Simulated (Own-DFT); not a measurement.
# One host, several defects: zincblende GaAs

Everything here is calculated. The program is Own-DFT (plane waves, in-house, since retired, never reviewed by a person); positions were held fixed, and spin and spin-orbit coupling were off.

Common settings: PBE; PseudoDojo norm-conserving scalar-relativistic files; cutoff 42 hartree; 3 x 3 x 3 k mesh centred on Gamma; Fermi-Dirac smearing of 0.1 eV.

Keep in mind (not all hold for every row): not probed for a lower state with spin; forces not confirmed at this smearing and k mesh; stress not checked against mesh or cutoff.

All runs share one cell, with vectors in Å (11.737, 0.000, 0.000); (0.000, 11.737, 0.000); (0.000, 0.000, 10.833) and a volume of 1492.4 Å³, strained against the parent crystal. u is the rms random offset of the atoms per axis. The defect's site can differ from row to row.

| cell | formula | u (Å) | P (GPa) |
|---|---|---|---|
| no defect | As32Ga32 | 0.0288 | 1.24 |
| no defect | As32Ga32 | 0.0307 | 1.26 |
| no defect | As32Ga32 | 0.0527 | 1.55 |
| one In on a Ga site | As32Ga31In | 0.0486 | 2.15 |
| one In on a Ga site | As32Ga31In | 0.0500 | 2.23 |
| one In on a Ga site | As32Ga31In | 0.0514 | ? |
| one In on a Ga site | As32Ga31In | 0.0522 | 2.21 |
| one P on an As site | As31Ga32P | 0.0300 | 0.99 |
| one P on an As site | As31Ga32P | 0.0302 | 1.02 |
| one P on an As site | As31Ga32P | 0.0314 | 1.05 |
| one As vacancy and one Ga vacancy | As31Ga31 | 0.0296 | 0.90 |
| one As vacancy and one Ga vacancy | As31Ga31 | 0.0485 | 1.18 |
| one As vacancy and one Ga vacancy | As31Ga31 | 0.0498 | 1.32 |
| one Al on a Ga site | AlAs32Ga31 | 0.0291 | 1.23 |
| one Al on a Ga site | AlAs32Ga31 | 0.0482 | 1.49 |
| one Al on a Ga site | AlAs32Ga31 | 0.0520 | 1.53 |

## Working it out

P = P0 + c u² + a shift for each defect gives P0 = 1.08 GPa, c = 179 ± 17 GPa/Å² and a scatter of 0.04 GPa. The shifts, and each times the cell's volume:

- one In on a Ga site: 0.67 ± 0.04 GPa, 6.2 eV
- one Al on a Ga site: -0.01 ± 0.03 GPa, -0.1 eV (not resolved)
- one P on an As site: -0.22 ± 0.03 GPa, -2.1 eV
- one As vacancy and one Ga vacancy: -0.29 ± 0.03 GPa, -2.7 eV

Against the defect-free cell, a freed cell would be larger where the shift is positive and smaller where it is negative (160.2 GPa Å³ is 1 eV). The atoms around the defects weren't relaxed, which would change these numbers.

## The run left out

Asked: what pressure belongs in the blank (one In on a Ga site, u = 0.0514 Å)?

Estimate: 2.22 ± 0.05 GPa. The run itself gave 2.17 GPa.
